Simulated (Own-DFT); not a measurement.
# What a defect does to the pressure of its cell: zincblende GaAs

Everything here is calculated. The program is Own-DFT (plane waves, in-house, since retired, never reviewed by a person); positions were held fixed, and spin and spin-orbit coupling were off.

All runs used: PBE; PseudoDojo norm-conserving scalar-relativistic files; cutoff 42 hartree; 3 x 3 x 3 k mesh centred on Gamma; Fermi-Dirac smearing of 0.1 eV.

Limits (not all hold for every row): not probed for a lower state with spin; forces on such cells failed a check on a denser k mesh; forces not confirmed at this smearing and k mesh; forces on such cells passed a denser k mesh, each cell not checked; stress not checked against mesh or cutoff.

All runs share one cell, with vectors in Å (11.307, 0.000, 0.000); (0.000, 11.307, 0.000); (0.000, 0.000, 11.307) and a volume of 1445.4 Å³. The atoms are randomly displaced, by u rms on each axis. The defect's site can differ from row to row.

| cell | formula | u (Å) | P (GPa) |
|---|---|---|---|
| no defect | As32Ga32 | 0.0201 | 3.51 |
| no defect | As32Ga32 | 0.0213 | 3.51 |
| no defect | As32Ga32 | 0.0507 | 3.95 |
| one As on a Ga site and one Ga on an As site | As32Ga32 | 0.0295 | 3.90 |
| one As on a Ga site and one Ga on an As site | As32Ga32 | 0.0302 | 3.98 |
| one As on a Ga site and one Ga on an As site | As32Ga32 | 0.0536 | 4.28 |
| one Al on a Ga site | AlAs32Ga31 | 0.0486 | 3.85 |
| one Al on a Ga site | AlAs32Ga31 | 0.0503 | 3.89 |
| one Al on a Ga site | AlAs32Ga31 | 0.0515 | 4.05 |
| one In on a Ga site | As32Ga31In | 0.0269 | 4.28 |
| one In on a Ga site | As32Ga31In | 0.0299 | 4.29 |
| one In on a Ga site | As32Ga31In | 0.0478 | ? |
| one In on a Ga site | As32Ga31In | 0.0497 | 4.70 |
| two As vacancies | As30Ga32 | 0.0298 | 3.24 |
| two As vacancies | As30Ga32 | 0.0523 | 3.56 |
| two As vacancies | As30Ga32 | 0.0576 | 3.95 |

## What the rows give

P = P0 + c u² + a shift for each defect gives P0 = 3.40 GPa, c = 224 ± 25 GPa/Å² and a scatter of 0.08 GPa. The shifts, and each times the cell's volume:

- one In on a Ga site: 0.72 ± 0.07 GPa, 6.5 eV
- one As on a Ga site and one Ga on an As site: 0.30 ± 0.07 GPa, 2.7 eV
- one Al on a Ga site: -0.03 ± 0.07 GPa, -0.3 eV (not resolved)
- two As vacancies: -0.34 ± 0.07 GPa, -3.0 eV (-1.5 eV for each of its 2 sites)

Positive is outwards. The product with the volume (160.2 GPa Å³ to the eV) is nearly free of the cell's size; divided by the bulk modulus at the cell's pressure it gives the volume that the defect adds. The atoms around the defects weren't relaxed, which would change these numbers.

## Check

Q: what pressure belongs in the blank (one In on a Ga site, u = 0.0478 Å)?

From the fit: 4.63 ± 0.10 GPa. Computed: 4.64 GPa.
